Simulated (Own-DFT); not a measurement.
# Computed records: GaAs (zincblende with one plane slipped along a stacking-fault path, atoms displaced), GaP (zincblende, strained, atoms displaced), GaN (wurtzite, strained, atoms displaced)

A calculation, not a measurement: plane-wave PBE density functional theory by an unreviewed code, no spin, of a simulated periodic cell, stress positive in tension, free energy of the whole cell less one offset for each atom, forces on such cells passed a denser k mesh, this cell's mesh not checked; offsets are fitted by least squares, one for each functional and potential file, so energies compare only between cells with the same atoms and settings and are not formation energies; the far tail of each file's local potential was reset to the Coulomb form; each entry is a single point on an unrelaxed cell, so the pressure reflects the starting lattice, mostly measured values (interpolated for alloys), from which strain is counted, and rises with the displacements; printed positions are rounded, which can move forces by about a meV/angstrom; the program, named Own-DFT, is a retired in-house code; no spin-orbit coupling. Program: Own-DFT development build.

Settings shared by all entries: functional PBE.

(1) GaAs (zincblende with one plane slipped along a stacking-fault path, atoms displaced)

```
CELL_PARAMETERS angstrom
5.65330 -5.65330 0.00000
0.00000 5.65330 -5.65330
12.24880 12.24880 9.42220
ATOMIC_POSITIONS crystal
Ga 0.99536 0.99045 0.00450
As 0.98801 0.96907 0.12510
Ga 0.12868 0.27368 0.16439
As 0.10327 0.22508 0.29545
Ga 0.28100 0.06216 0.33589
As 0.25296 0.01717 0.46047
Ga 0.07336 0.16210 0.50597
As 0.04882 0.12158 0.61719
Ga 0.22602 0.44383 0.66760
As 0.20609 0.39841 0.79635
Ga 0.34949 0.20918 0.83563
As 0.33443 0.17439 0.95988
Ga 0.99056 0.50163 0.99736
As 0.99506 0.46393 0.12291
Ga 0.13649 0.78314 0.16825
As 0.11056 0.72309 0.29180
Ga 0.28654 0.55655 0.33042
As 0.25126 0.51887 0.46030
Ga 0.10165 0.68029 0.50232
As 0.07333 0.63324 0.62379
Ga 0.22676 0.93994 0.66995
As 0.19800 0.90355 0.78897
Ga 0.36606 0.72307 0.83465
As 0.34956 0.68406 0.96071
Ga 0.49426 0.00400 0.99971
As 0.47621 0.96137 0.11619
Ga 0.65842 0.29353 0.16412
As 0.61412 0.24226 0.29058
Ga 0.77138 0.04255 0.33635
As 0.74979 0.00828 0.46416
Ga 0.58357 0.15971 0.49828
As 0.57512 0.13627 0.62124
Ga 0.72182 0.44523 0.66522
As 0.69566 0.40558 0.79416
Ga 0.86162 0.21643 0.83236
As 0.83222 0.17821 0.95595
Ga 0.49450 0.49519 0.00522
As 0.48351 0.45973 0.12354
Ga 0.62714 0.77217 0.16671
As 0.62135 0.72973 0.29385
Ga 0.77335 0.54135 0.33768
As 0.76901 0.51498 0.45833
Ga 0.58782 0.66752 0.49968
As 0.56314 0.62195 0.62330
Ga 0.71653 0.94433 0.66874
As 0.69581 0.88866 0.79226
Ga 0.86025 0.72654 0.83529
As 0.83512 0.68996 0.95596
```

* potential files: PseudoDojo norm-conserving, scalar-relativistic, standard set
* wave cutoff: 42 hartree
* occupations: Fermi-Dirac
* smearing width: 0.1 eV
* k mesh: 4 x 4 x 2 centred on Gamma
* free energy of cell above offsets: -17.577 eV
* pressure: 4.02 GPa
* stress xx: -3.79 GPa
* stress yy: -4.31 GPa
* stress zz: -3.96 GPa
* stress yz: -0.5 GPa
* stress xz: -0.89 GPa
* stress xy: -0.94 GPa

Force:
```csv
element,x (eV/Å),y (eV/Å),z (eV/Å)
Ga,-0.422,0.171,-1.037
As,-0.863,0.244,1.323
Ga,1.571,0.145,0.167
As,0.099,-0.708,-0.885
Ga,-0.742,-0.396,0.433
As,0.122,0.062,-0.499
Ga,-1.409,-1.667,-2.255
As,3.075,1.906,2.312
Ga,-0.261,-0.09,0.369
As,-0.83,-0.007,-0.564
Ga,0.595,-0.234,-0.31
As,-0.214,0.461,-0.365
Ga,0.212,-0.483,-0.229
As,-0.573,0.723,-0.68
Ga,0.262,-0.518,-0.101
As,0.612,0.377,-0.591
Ga,-0.235,0.686,0.681
As,0.11,-1.376,0.16
Ga,-0.762,0.179,0.055
As,0.131,0.469,0.91
Ga,-0.757,-0.34,-1.561
As,0.694,0.24,0.996
Ga,-0.328,0.53,0.311
As,-0.931,0.293,0.095
Ga,-0.421,-1.174,-0.554
As,1.756,1.533,1.146
Ga,-0.524,-0.172,0.671
As,-0.013,-0.968,0.705
Ga,-0.241,0.937,-0.229
As,-0.255,-1.178,-0.582
Ga,-0.234,0.837,-0.6
As,-0.222,0.631,0.995
Ga,0.753,0.236,-0.067
As,-0.08,-0.719,0.194
Ga,-0.415,0.247,-0.264
As,0.688,-0.026,0.309
Ga,-0.648,-0.949,-0.707
As,0.424,0.74,0.958
Ga,0.392,0.006,-0.699
As,-0.262,-0.431,-0.32
Ga,0.031,-0.141,-0.735
As,0.35,0.638,0.467
Ga,-0.54,-0.283,0.581
As,0.263,0.472,-0.045
Ga,-0.252,-0.52,-0.038
As,0.121,0.347,-1.046
Ga,-0.173,-0.855,0.074
As,0.344,0.129,1.051
```

(2) GaP (zincblende, strained, atoms displaced)

```
CELL_PARAMETERS angstrom
10.86200 0.00000 0.00000
0.00000 10.86200 0.00000
0.00000 0.00000 10.93610
ATOMIC_POSITIONS crystal
Ga 0.00248 0.99701 0.00971
Ga 0.00342 0.24852 0.24921
Ga 0.25307 0.99872 0.24843
Ga 0.24914 0.25194 0.00176
P 0.11804 0.11790 0.12282
P 0.12529 0.38197 0.37028
P 0.37114 0.11603 0.38404
P 0.36935 0.37563 0.13074
Ga 0.99327 0.00204 0.50536
Ga 0.00156 0.25312 0.76089
Ga 0.25110 0.00533 0.74791
Ga 0.24902 0.24937 0.49666
P 0.12509 0.13209 0.61708
P 0.11461 0.37177 0.86710
P 0.37258 0.12704 0.87122
P 0.38197 0.38052 0.62080
Ga 0.99687 0.49334 0.99822
Ga 0.00089 0.75116 0.24905
Ga 0.25623 0.49873 0.24828
Ga 0.25330 0.75516 0.99240
P 0.12701 0.62340 0.12371
P 0.13360 0.87519 0.37341
P 0.38163 0.61827 0.37480
P 0.36746 0.86976 0.12166
Ga 0.00384 0.50671 0.49700
Ga 0.99897 0.75188 0.74623
Ga 0.24203 0.50538 0.75165
Ga 0.25547 0.74365 0.49298
P 0.12567 0.62750 0.62692
P 0.12508 0.87014 0.87115
P 0.37343 0.62006 0.87275
P 0.36999 0.87955 0.62472
Ga 0.49628 0.99035 0.00215
Ga 0.50290 0.25300 0.25848
Ga 0.74910 0.99893 0.24825
Ga 0.75001 0.25816 0.00827
P 0.62523 0.12244 0.12614
P 0.63167 0.37053 0.37398
P 0.86506 0.12277 0.37506
P 0.86558 0.37397 0.13166
Ga 0.49890 0.99581 0.49581
Ga 0.49549 0.25642 0.75356
Ga 0.74437 0.99777 0.74458
Ga 0.74204 0.25319 0.49699
P 0.62680 0.13466 0.62177
P 0.62663 0.37348 0.87496
P 0.87014 0.12090 0.87945
P 0.87110 0.37001 0.62962
Ga 0.51183 0.50315 0.99437
Ga 0.50037 0.74797 0.24264
Ga 0.74916 0.49963 0.25040
Ga 0.75002 0.75103 0.00275
P 0.62375 0.62607 0.12301
P 0.62697 0.87510 0.37012
P 0.87036 0.62063 0.37558
P 0.87152 0.87999 0.12759
Ga 0.49490 0.49828 0.49338
Ga 0.50073 0.75725 0.75163
Ga 0.75159 0.49388 0.74427
Ga 0.74920 0.74390 0.50152
P 0.62584 0.62882 0.62700
P 0.63477 0.87740 0.87780
P 0.87875 0.62422 0.88009
P 0.87979 0.87680 0.62479
```

- potential files: PseudoDojo norm-conserving, scalar-relativistic, standard set
- wave cutoff: 42 hartree
- occupations: Fermi-Dirac
- smearing width: 0.1 eV
- hardware: one NVIDIA H100
- k mesh: 3 x 3 x 3 centred on Gamma
- free energy of cell above offsets: -33.143 eV
- pressure: 3.62 GPa
- stress xx: -3.71 GPa
- stress yy: -3.82 GPa
- stress zz: -3.32 GPa
- stress yz: -0.3 GPa
- stress xz: -0.31 GPa
- stress xy: -0.06 GPa
- wall time: 527.4 s

Force:
```csv
element,x (eV/Å),y (eV/Å),z (eV/Å)
Ga,-0.87,-0.625,-1.826
Ga,-0.709,-0.09,0.423
Ga,-0.272,0.307,-0.049
Ga,-0.45,-0.229,-0.246
P,1.556,1.219,0.773
P,0.116,-0.675,0.307
P,0.315,1.072,-1.347
P,1.591,-0.465,-1.027
Ga,0.893,0.348,-1.071
Ga,-1.702,-2.11,-1.845
Ga,-0.889,-0.027,-0.193
Ga,0.256,0.861,-0.011
P,-0.617,-0.363,1.26
P,2.197,1.311,1.912
P,0.324,-0.159,0.84
P,-1.528,-0.469,0.63
Ga,0.121,0.271,0.754
Ga,-0.02,-0.133,0.134
Ga,-0.906,0.811,0.2
Ga,-0.66,-1.295,0.025
P,-0.039,0.065,-0.304
P,-1.133,-0.145,0.376
P,-0.522,0.993,-0.978
P,0.771,0.341,0.485
Ga,-0.562,-0.797,0.662
Ga,-0.097,-0.398,0.575
Ga,0.598,-0.872,-0.346
Ga,-0.168,0.404,0.61
P,-0.082,0.272,-0.767
P,-0.117,1.14,0.121
P,0.56,0.613,0.211
P,0.628,-0.723,-0.161
Ga,0.376,0.98,-0.295
Ga,-0.775,-1.088,-0.614
Ga,-0.26,0.355,0.131
Ga,-0.463,-1.387,-0.871
P,-0.746,0.338,-0.133
P,-1.098,1.478,-0.14
P,1.025,0.416,0.121
P,1.649,0.277,-0.204
Ga,0.68,0.044,0.837
Ga,0.396,-0.382,-0.472
Ga,0.645,0.841,-0.065
Ga,1.517,-0.418,0.599
P,-1.142,-1.181,0.547
P,0.218,0.059,-0.049
P,0.393,0.258,0.072
P,1.023,0.062,-1.122
Ga,-1.335,-0.455,0.285
Ga,-0.205,0.298,0.673
Ga,-0.389,0.354,0.066
Ga,0.649,-0.196,-0.066
P,0.528,-0.156,0.21
P,-0.305,-0.618,0.339
P,0.574,0.674,-0.256
P,0.417,-1.023,0.005
Ga,1.861,-0.075,0.681
Ga,-0.158,-0.251,-0.014
Ga,-0.209,1.006,0.764
Ga,0.162,0.769,-0.196
P,-0.602,-0.655,-0.056
P,-1.244,-0.317,-0.16
P,-0.631,0.103,-0.784
P,-1.134,-0.565,0.039
```

(3) GaN (wurtzite, strained, atoms displaced)

```
CELL_PARAMETERS angstrom
12.75600 0.03190 0.00000
-4.76280 8.27330 0.00000
0.00000 0.00000 10.37000
ATOMIC_POSITIONS crystal
Ga 0.08262 0.21801 0.99569
Ga 0.16846 0.12002 0.24258
N 0.08882 0.21847 0.19008
N 0.16858 0.11203 0.45063
Ga 0.07988 0.21639 0.49779
Ga 0.16349 0.11012 0.74700
N 0.08407 0.23000 0.68509
N 0.16504 0.10874 0.93442
Ga 0.08068 0.54813 0.00784
Ga 0.17266 0.45660 0.24665
N 0.07808 0.55094 0.17949
N 0.16483 0.44981 0.43828
Ga 0.08515 0.56957 0.49929
Ga 0.15854 0.43339 0.74115
N 0.08703 0.55742 0.68684
N 0.16546 0.45359 0.93149
Ga 0.09155 0.89199 0.99706
Ga 0.16074 0.77712 0.24779
N 0.08796 0.88979 0.19189
N 0.17257 0.78849 0.43523
Ga 0.08188 0.89222 0.50262
Ga 0.17188 0.78760 0.74260
N 0.08234 0.87740 0.69090
N 0.17135 0.77807 0.94544
Ga 0.33922 0.22494 0.00142
Ga 0.42129 0.11856 0.24328
N 0.33643 0.21952 0.18930
N 0.42603 0.11763 0.44079
Ga 0.32686 0.21354 0.49546
Ga 0.41380 0.11679 0.75337
N 0.33148 0.23479 0.67922
N 0.41648 0.11343 0.94036
Ga 0.32751 0.54893 0.00093
Ga 0.41237 0.43872 0.25112
N 0.33805 0.54738 0.19191
N 0.41091 0.45490 0.43923
Ga 0.33902 0.55176 0.50355
Ga 0.40765 0.44181 0.74767
N 0.33187 0.55332 0.68369
N 0.40694 0.42797 0.94273
Ga 0.33503 0.89014 0.00260
Ga 0.41647 0.78276 0.24832
N 0.33630 0.88900 0.19253
N 0.41427 0.77825 0.44577
Ga 0.33326 0.88852 0.50590
Ga 0.42034 0.78267 0.74820
N 0.33678 0.89296 0.68921
N 0.41253 0.77731 0.94571
Ga 0.57915 0.21676 0.99913
Ga 0.66436 0.11002 0.24983
N 0.58933 0.22759 0.18756
N 0.66738 0.11294 0.43353
Ga 0.58407 0.22900 0.50286
Ga 0.66764 0.10886 0.75866
N 0.58114 0.22178 0.68846
N 0.65249 0.09634 0.93806
Ga 0.58627 0.55650 0.99681
Ga 0.66813 0.44473 0.25167
N 0.58053 0.54886 0.18900
N 0.66724 0.43591 0.43562
Ga 0.58187 0.55228 0.49875
Ga 0.66443 0.44355 0.75147
N 0.58908 0.55416 0.69140
N 0.66668 0.44153 0.94532
Ga 0.58755 0.88674 0.00584
Ga 0.66296 0.78072 0.25048
N 0.58423 0.88773 0.18303
N 0.66147 0.77251 0.43618
Ga 0.57295 0.88242 0.49921
Ga 0.65791 0.76771 0.76151
N 0.57758 0.89197 0.68128
N 0.67140 0.78734 0.93248
Ga 0.83424 0.22779 0.00976
Ga 0.91830 0.10603 0.24855
N 0.83201 0.22585 0.19042
N 0.91542 0.11008 0.43345
Ga 0.82636 0.21693 0.49514
Ga 0.91893 0.11273 0.74469
N 0.83380 0.21756 0.68063
N 0.91443 0.10725 0.93666
Ga 0.82707 0.55115 0.00345
Ga 0.91329 0.43740 0.25428
N 0.83331 0.56430 0.18744
N 0.90744 0.43963 0.44280
Ga 0.83110 0.55819 0.49669
Ga 0.91670 0.43637 0.73918
N 0.83162 0.55472 0.69218
N 0.91574 0.45173 0.94073
Ga 0.83460 0.88471 0.99346
Ga 0.91832 0.77371 0.24926
N 0.83302 0.88892 0.19374
N 0.91996 0.77887 0.43921
Ga 0.82890 0.88711 0.50414
Ga 0.92540 0.78065 0.75134
N 0.83287 0.88701 0.68378
N 0.91731 0.77685 0.93585
```

- potential files: PseudoDojo norm-conserving, scalar-relativistic, standard set with the stringent files for Ga
- wave cutoff: 96 hartree
- occupations: Gaussian
- smearing width: 0.01 eV
- k mesh: 3 x 4 x 3 centred on Gamma
- free energy of cell above offsets: -4.679 eV
- pressure: 7.18 GPa
- stress xx: -7.61 GPa
- stress yy: -6.36 GPa
- stress zz: -7.57 GPa
- stress yz: -0.43 GPa
- stress xz: -0.38 GPa
- stress xy: 1.86 GPa

Force:
```csv
element,x (eV/Å),y (eV/Å),z (eV/Å)
Ga,-0.404,0.77,0.202
Ga,2.084,-2.012,1.706
N,-2.554,1.715,-1.206
N,-1.339,-0.586,-2.099
Ga,-0.549,1.453,-0.533
Ga,0.4,0.235,-0.189
N,0.345,-2.965,-0.372
N,0.645,0.509,0.123
Ga,-0.767,1.047,-3.403
Ga,-0.186,-1.139,1.039
N,0.289,0.324,3.58
N,0.343,-0.312,-0.209
Ga,0.258,-1.394,-0.219
Ga,0.665,3.277,1.191
N,-0.796,0.462,-0.178
N,0.755,-1.845,0.393
Ga,-0.926,-0.854,0.538
Ga,1.897,-0.221,0.261
N,-1.497,0.934,-0.953
N,-0.767,-0.392,0.381
Ga,0.495,-0.578,-0.463
Ga,1.436,-2.069,2.163
N,-0.62,2.431,-0.945
N,-0.397,-0.23,-1.18
Ga,-1.15,-1.826,0.416
Ga,0.934,-1.085,1.64
N,-1.028,0.205,-0.158
N,-1.788,-0.783,-0.826
Ga,1.921,1.685,0.08
Ga,0.309,0.201,-0.878
N,0.568,-2.217,1.146
N,-0.012,-0.552,-0.273
Ga,0.309,0.54,-0.181
Ga,1.584,0.246,0.524
N,-2.111,1.723,-1.058
N,4.294,-2.992,-1.363
Ga,-4.224,1.711,0
Ga,1.323,0.764,0.854
N,-0.624,0.783,1.452
N,0.427,3.413,-1.44
Ga,-0.279,-0.118,0.167
Ga,0.916,-1.101,0.885
N,-1.147,0.447,-0.462
N,-0.52,-0.677,-1.577
Ga,0.248,0.92,-1.135
Ga,-0.83,-1.041,1.069
N,-0.524,0.429,0.459
N,1.704,-0.566,-1.005
Ga,0.441,0.567,0.342
Ga,0.253,-0.055,0.016
N,-0.532,-0.616,-0.436
N,-0.906,-1.005,0.542
Ga,1.024,-1.27,0.257
Ga,-0.346,0.191,-1.843
N,0.286,-0.021,0.839
N,1.426,1.618,0.779
Ga,-0.939,-0.427,0.815
Ga,-0.198,0.401,-0.518
N,-0.237,0.809,-0.248
N,-1.039,1.797,0.267
Ga,-0.038,-0.099,0.063
Ga,1.379,-0.441,0.477
N,-2.224,0.073,-0.452
N,-0.738,-0.311,-1.145
Ga,-1.508,-0.58,-1.341
Ga,1.224,-1.051,0.073
N,-0.639,0.363,1.622
N,0.071,0.397,0.507
Ga,1.668,1.253,-0.381
Ga,0.432,1.187,-4.02
N,1.653,-0.196,1.481
N,-0.083,-1.397,2.578
Ga,-0.103,-0.287,-1.989
Ga,-0.255,0.665,-0.055
N,0.636,-1.144,0.344
N,0.002,-0.21,0.658
Ga,0.88,0.044,0.065
Ga,-0.502,-0.856,0.422
N,-0.658,-0.255,0.931
N,-0.286,0.748,0.094
Ga,1.039,1.005,-0.562
Ga,-0.397,1.32,0.058
N,0.709,-1.631,0.489
N,1.317,0.877,-0.653
Ga,0.059,-0.025,1.199
Ga,-0.639,1.197,1.206
N,0.413,-0.043,-0.702
N,0.514,-1.336,-0.701
Ga,0.291,0.649,1.198
Ga,-0.4,1.459,0.364
N,-0.015,-0.653,-1.341
N,-0.709,0.091,-0.141
Ga,0.058,-0.117,-1.37
Ga,-2.081,-1.329,-0.1
N,0.074,0.004,1.66
N,0.512,-0.027,0.69
```
